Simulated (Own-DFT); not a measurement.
# Strain and stress in diamond-structure SiGeSn with randomly placed atoms, 64 atoms (Ge48Si8Sn8)

These are calculations, not measurements. The program, named Own-DFT, is a retired in-house plane-wave density functional code that no person has reviewed. Each row is one single-point run on a periodic cell that was not relaxed, without spin or spin-orbit coupling.

Settings of every run: PBE; PseudoDojo norm-conserving scalar-relativistic files; cutoff 49 hartree; 3 x 3 x 3 k mesh centred on Gamma; Fermi-Dirac smearing of 0.1 eV.

Known limits: forces on such cells moved up to 12 meV/angstrom on a denser k mesh; stress not checked against mesh or cutoff.

Unstrained cell vectors in Å: (11.467, 0.000, 0.000); (0.000, 11.467, 0.000); (0.000, 0.000, 11.467). The unstrained cell has measured lattice constants (interpolated for alloys), not those of this functional. That, the random moves and any unrelaxed bonds set the pressure at no strain. Each run strains this cell uniformly, with the atoms carried along. Every atom was also moved at random, by a Gaussian of width 0.05 Å on each axis. The random placing of the alloy's atoms differs from row to row. Strain is the symmetric tensor, in per cent. Stress is positive in tension, and the pressure is minus a third of its trace.

| run | e_xx (%) | e_yy (%) | e_zz (%) | s_xx (GPa) | s_yy (GPa) | s_zz (GPa) | P (GPa) | E (meV/atom) |
|---|---|---|---|---|---|---|---|---|
| 1 | 2.75 | 2.75 | 0.00 | -0.80 | -0.81 | -2.13 | 1.25 | 15.7 |
| 2 | -1.75 | -1.75 | 0.00 | -8.36 | -8.47 | -7.30 | 8.04 | 79.6 |
| 3 | -3.00 | -3.00 | 0.00 | -11.14 | -11.08 | -9.27 | 10.50 | 116.6 |
| 4 | -2.75 | -2.75 | 0.00 | -10.47 | -10.43 | -8.54 | 9.81 | 99.4 |
| 5 | 0.50 | 0.50 | 0.00 | -4.14 | -4.20 | -4.78 | 4.37 | 43.5 |
| 6 | 2.25 | 2.25 | 0.00 | -1.25 | -1.17 | -2.39 | 1.60 | 0.0 |
| 7 | 1.25 | 1.25 | 0.00 | -2.85 | -2.81 | -3.72 | 3.13 | 20.8 |
| 8 | 3.00 | 3.00 | 0.00 | -0.60 | -0.62 | -2.17 | 1.13 | 29.6 |
| 9 | -2.50 | -2.50 | 0.00 | ? | ? | ? | ? | ? |

E is the free energy for each atom above the lowest run shown.

## Worked fit

The change of volume is close to e_xx + e_yy + e_zz. A straight line through the runs shown gives P = 5.47 - 79 x (fractional change of volume) GPa, with an error of 3 on the slope and a scatter of 0.34 GPa. The strain isn't the same on all axes, but the crystal is cubic, so the slope still estimates the bulk modulus, averaged over pressures from 1.1 to 10.5 GPa.

## Withheld run

Question: what pressure should run 9 give? Its volume changes by -4.94 %.

The line gives 9.4 GPa. The calculation gave 9.72 GPa.
